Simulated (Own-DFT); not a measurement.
InGa$_{3}$As$_{4}$ (zincblende random alloy, strained, atoms displaced) (calculated)

All values are calculated (Own-DFT development build). A calculation, not a measurement: plane-wave PBE density functional theory by an unreviewed code, no spin, of a simulated periodic cell, stress positive in tension, free energy of the whole cell less one offset for each atom, forces on such cells passed a denser k mesh, this cell's mesh not checked; offsets are fitted by least squares, one for each functional and potential file, so energies compare only between cells with the same atoms and settings and are not formation energies; the far tail of each file's local potential was reset to the Coulomb form; each entry is a single point on an unrelaxed cell, so the pressure reflects the starting lattice, mostly measured values, from which strain is counted, and rises with the displacements; printed positions are rounded, which can move forces by about a meV/angstrom; the program is a retired in-house code; no spin-orbit coupling.

```json
{"formula": "InGa3As4", "kind": "zincblende random alloy, strained, atoms displaced", "structure": {"cell_angstrom": [[11.7374, 0.0, 0.0], [0.0, 11.7374, 0.0], [0.0, 0.0, 11.3036]], "atoms_fractional": [["Ga", 0.99516, 0.00604, 0.00104], ["Ga", 0.99729, 0.25322, 0.25349], ["Ga", 0.25055, 0.99364, 0.2472], ["In", 0.24672, 0.25529, 0.99968], ["As", 0.1127, 0.12954, 0.11635], ["As", 0.12346, 0.37566, 0.375], ["As", 0.37522, 0.12711, 0.37404], ["As", 0.37202, 0.37156, 0.12738], ["Ga", 0.99456, 0.99778, 0.50525], ["In", 0.00089, 0.24465, 0.74622], ["Ga", 0.24911, 0.99878, 0.75104], ["Ga", 0.24917, 0.24501, 0.49603], ["As", 0.12802, 0.11662, 0.61737], ["As", 0.12021, 0.37552, 0.8749], ["As", 0.37912, 0.12591, 0.87109], ["As", 0.37158, 0.3733, 0.62816], ["Ga", 0.99974, 0.48816, 0.0023], ["Ga", 0.99961, 0.75234, 0.24429], ["Ga", 0.25282, 0.50441, 0.2473], ["Ga", 0.25301, 0.74765, 0.00599], ["As", 0.12383, 0.62441, 0.12219], ["As", 0.12808, 0.87807, 0.3757], ["As", 0.3851, 0.62221, 0.36912], ["As", 0.37699, 0.87654, 0.12444], ["Ga", 0.00117, 0.49484, 0.49521], ["Ga", 0.99263, 0.75008, 0.75199], ["Ga", 0.24047, 0.49854, 0.74493], ["In", 0.25108, 0.74344, 0.5028], ["As", 0.12425, 0.62046, 0.62771], ["As", 0.12919, 0.8806, 0.87757], ["As", 0.3829, 0.62899, 0.86856], ["As", 0.36926, 0.8798, 0.62393], ["In", 0.49715, 0.00064, 0.99996], ["In", 0.50127, 0.24612, 0.24614], ["Ga", 0.75873, 0.00015, 0.25413], ["In", 0.75417, 0.25869, 0.00809], ["As", 0.6211, 0.12853, 0.12918], ["As", 0.62784, 0.37391, 0.3748], ["As", 0.87063, 0.12959, 0.37118], ["As", 0.87602, 0.36891, 0.12406], ["Ga", 0.49134, 0.00534, 0.5023], ["In", 0.49939, 0.25524, 0.74766], ["Ga", 0.74781, 0.99526, 0.74225], ["Ga", 0.74767, 0.24862, 0.50778], ["As", 0.62945, 0.12348, 0.62303], ["As", 0.63284, 0.37586, 0.87563], ["As", 0.8727, 0.12656, 0.88184], ["As", 0.86707, 0.37396, 0.62567], ["Ga", 0.5007, 0.4976, 0.99927], ["Ga", 0.50522, 0.74697, 0.24983], ["In", 0.75345, 0.49962, 0.25139], ["Ga", 0.74341, 0.75017, 0.00031], ["As", 0.62408, 0.62591, 0.12911], ["As", 0.62396, 0.87408, 0.3694], ["As", 0.87112, 0.63154, 0.37473], ["As", 0.87891, 0.87318, 0.118], ["Ga", 0.49891, 0.50245, 0.50453], ["Ga", 0.50114, 0.74803, 0.74793], ["Ga", 0.75588, 0.50247, 0.75465], ["Ga", 0.75583, 0.75141, 0.49189], ["As", 0.62245, 0.62231, 0.61766], ["As", 0.62355, 0.87242, 0.86682], ["As", 0.87153, 0.62625, 0.86936], ["As", 0.8745, 0.87306, 0.62598]]}, "settings": {"functional": "PBE", "potential_files": "PseudoDojo norm-conserving, scalar-relativistic, standard set", "wave_cutoff [hartree]": 42.0, "occupations": "Fermi-Dirac", "smearing_width [eV]": 0.1, "k_mesh": "3 x 3 x 3 centred on Gamma"}, "results": {"free_energy_of_cell_above_offsets [eV]": "-23.357", "pressure [GPa]": 3.08, "stress_xx [GPa]": -2.54, "stress_yy [GPa]": -2.54, "stress_zz [GPa]": -4.16, "stress_yz [GPa]": -0.03, "stress_xz [GPa]": -0.07, "stress_xy [GPa]": -0.41, "force_element": ["Ga", "Ga", "Ga", "In", "As", "As", "As", "As", "Ga", "In", "Ga", "Ga", "As", "As", "As", "As", "Ga", "Ga", "Ga", "Ga", "As", "As", "As", "As", "Ga", "Ga", "Ga", "In", "As", "As", "As", "As", "In", "In", "Ga", "In", "As", "As", "As", "As", "Ga", "In", "Ga", "Ga", "As", "As", "As", "As", "Ga", "Ga", "In", "Ga", "As", "As", "As", "As", "Ga", "Ga", "Ga", "Ga", "As", "As", "As", "As"], "force_x [eV/angstrom]": [0.171, 0.344, -0.368, 0.267, 0.367, 0.538, -1.088, 0.322, 0.171, -0.133, 0.184, -0.013, 0.366, 0.176, -1.567, -1.206, -0.185, 0.286, -0.147, 0.116, -0.136, -1.148, -0.246, -0.755, -0.638, 1.016, 0.834, 0.188, -1.503, -0.651, -1.088, 1.209, 0.911, -0.424, -0.733, -1.549, 2.172, -0.527, 0.511, 2.376, 0.664, 1.001, 0.257, -0.001, -0.258, -0.638, -0.378, 0.293, -0.027, -0.309, -0.022, 0.203, -0.505, 0.143, 1.934, -0.563, -0.035, 0.111, -0.914, -1.079, 0.832, 0.587, 0.41, -0.126], "force_y [eV/angstrom]": [-0.646, -0.363, 0.86, -0.848, -0.727, -0.119, -0.961, 1.983, 0.153, -0.143, 0.303, 0.327, -0.056, 1.271, -0.339, 1.134, 1.065, 0.075, -0.187, 0.158, -0.277, 0.057, -0.373, -1.411, 0.518, 0.192, -0.032, 0.027, -0.223, -0.607, -0.797, 0.139, -0.005, 1.187, -0.35, -1.889, -1.883, -0.172, -0.074, 1.711, -0.419, -0.415, 0.378, 0.214, -0.649, 1.511, -1.515, 0.701, 0.195, 0.518, -0.046, 0.002, 0.204, 0.533, 0.012, 0.175, -0.825, 0.389, -0.085, 0.335, 0.555, -0.27, -0.058, -0.119], "force_z [eV/angstrom]": [-0.512, -0.185, -0.048, -0.438, 1.727, -0.335, 0.325, -0.077, -0.917, -0.223, -0.001, 0.191, -0.013, -0.614, -0.361, -1.468, -0.275, 0.503, 0.1, -0.724, 0.091, -0.516, -0.013, 1.085, 0.512, 0.088, 0.803, -0.71, 0.205, 0.203, 0.608, 0.859, -0.394, 1.192, -0.715, -0.962, -0.578, 1.623, 1.014, 1.585, -0.195, 0.237, 0.8, -0.916, -0.33, -0.217, -0.946, -0.555, -0.043, -0.196, -0.136, -0.302, -1.234, 0.645, 0.235, 0.256, -0.544, -0.792, -0.788, 0.626, 0.688, 0.015, 1.337, -0.28]}}
```
